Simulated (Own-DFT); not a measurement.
# What a defect does to the pressure of its cell: monoclinic HfO2

No measurement is shown. These are fixed-geometry runs of a retired plane-wave code named Own-DFT, which no person has reviewed; spin and spin-orbit coupling are neglected.

Settings: PBE; PseudoDojo norm-conserving scalar-relativistic files; cutoff 72 hartree; 2 x 2 x 2 k mesh centred on Gamma; Fermi-Dirac smearing of 0.1 eV.

Known weak points (not all hold for every row): a neutral cation vacancy leaves holes that likely carry spin, which these runs leave out; not probed for a lower state with spin; hafnium file: forces about 75 meV/angstrom off all-electron values; oxygen file: force components 24 meV/angstrom off all-electron in a glass; forces on such cells passed a denser k mesh, each cell not checked; stress not checked against mesh or cutoff.

All runs share one cell, with vectors in Å (10.234, 0.000, 0.000); (0.000, 10.350, 0.000); (-1.696, 0.000, 10.445) and a volume of 1106.4 Å³. The atoms are randomly displaced, by u rms on each axis. The defect's site can differ from row to row.

| cell | formula | u (Å) | P (GPa) |
|---|---|---|---|
| no defect | Hf32O64 | 0.0183 | 4.16 |
| no defect | Hf32O64 | 0.0196 | 4.02 |
| no defect | Hf32O64 | 0.0493 | 6.26 |
| two O vacancies | Hf32O62 | 0.0283 | 3.46 |
| two O vacancies | Hf32O62 | 0.0299 | 3.84 |
| two O vacancies | Hf32O62 | 0.0475 | ? |
| two O vacancies | Hf32O62 | 0.0515 | 5.77 |
| two Al on a Hf site each and one O vacancy | Al2Hf30O63 | 0.0292 | 1.67 |
| two Al on a Hf site each and one O vacancy | Al2Hf30O63 | 0.0300 | 1.67 |
| two Al on a Hf site each and one O vacancy | Al2Hf30O63 | 0.0512 | 3.26 |
| one Si on a Hf site | Hf31O64Si | 0.0293 | 2.89 |
| one Si on a Hf site | Hf31O64Si | 0.0326 | 2.63 |
| one Si on a Hf site | Hf31O64Si | 0.0482 | 4.57 |
| one Hf vacancy | Hf31O64 | 0.0300 | 3.74 |
| one Hf vacancy | Hf31O64 | 0.0305 | 3.61 |
| one Hf vacancy | Hf31O64 | 0.0453 | 4.80 |

## Analysis

P = P0 + c u² + a shift for each defect gives P0 = 3.69 GPa, c = 1073 ± 64 GPa/Å² and a scatter of 0.20 GPa. The shifts, and each times the cell's volume:

- two O vacancies: -0.88 ± 0.16 GPa, -6.1 eV (-3.1 eV for each of its 2 sites)
- one Hf vacancy: -1.02 ± 0.16 GPa, -7.1 eV
- one Si on a Hf site: -1.84 ± 0.16 GPa, -12.7 eV
- two Al on a Hf site each and one O vacancy: -3.05 ± 0.16 GPa, -21.1 eV

Against the defect-free cell, a freed cell would be larger where the shift is positive and smaller where it is negative (160.2 GPa Å³ is 1 eV). The atoms around the defects weren't relaxed, which would change these numbers.

## Test on the hidden row

Asked: what pressure belongs in the blank (two O vacancies, u = 0.0475 Å)?

The fitted form gives 5.22 ± 0.23 GPa. The hidden result is 4.18 GPa. This run lies off the fit, by chance or by something that the fit leaves out.
